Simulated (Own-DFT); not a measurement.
# Point defects and the pressure they add: C11b WSi2

The numbers are computed, not measured, by runs of the plane-wave DFT program Own-DFT (in-house, retired, unreviewed) at fixed positions, with no spin and no spin-orbit coupling.

Common settings: PBE; PseudoDojo norm-conserving scalar-relativistic files; cutoff 50 hartree; 5 x 5 x 5 k mesh centred on Gamma; cold (Marzari-Vanderbilt) smearing of 0.2 eV.

Caveats: forces on such cells failed a check on a denser k mesh; stress not checked against mesh or cutoff.

All runs share one cell, with vectors in Å (-2.148, -5.953, 3.409); (-6.444, 2.976, 1.136); (-2.553, -2.948, -6.757) and a volume of 403.2 Å³. Atoms were moved at random from their sites; u is the rms move along one axis. The defect's site can differ from row to row.

```
cell,formula,u (Å),P (GPa)
no defect,Si20W10,0.0204,4.45
no defect,Si20W10,0.0210,4.44
no defect,Si20W10,0.0550,6.45
one Si on a W site,Si21W9,0.0289,6.21
one Si on a W site,Si21W9,0.0291,6.08
one Si on a W site,Si21W9,0.0448,6.47
one W on a Si site,Si19W11,0.0300,?
one W on a Si site,Si19W11,0.0319,9.95
one W on a Si site,Si19W11,0.0455,10.58
one W on a Si site,Si19W11,0.0476,11.60
one Si vacancy,Si19W10,0.0320,2.93
one Si vacancy,Si19W10,0.0463,3.76
one Si vacancy,Si19W10,0.0464,4.37
```

## Working it out

P = P0 + c u² + a shift for each defect gives P0 = 4.11 GPa, c = 777 ± 132 GPa/Å² and a scatter of 0.35 GPa. The shifts, and each times the cell's volume:

- one W on a Si site: 5.21 ± 0.29 GPa, 13.1 eV
- one Si on a W site: 1.19 ± 0.29 GPa, 3.0 eV
- one Si vacancy: -1.80 ± 0.29 GPa, -4.5 eV

A positive shift means that the defect pushes the cell outwards. Shift times volume (160.2 GPa Å³ is 1 eV) depends little on the cell's size, so, taken for each site, it can be compared between cells at like pressure. The atoms around the defects weren't relaxed, which would change these numbers.

## Withheld run

Q: what pressure belongs in the blank (one W on a Si site, u = 0.0300 Å)?

Estimate: 10.02 ± 0.42 GPa. Computed: 9.95 GPa.
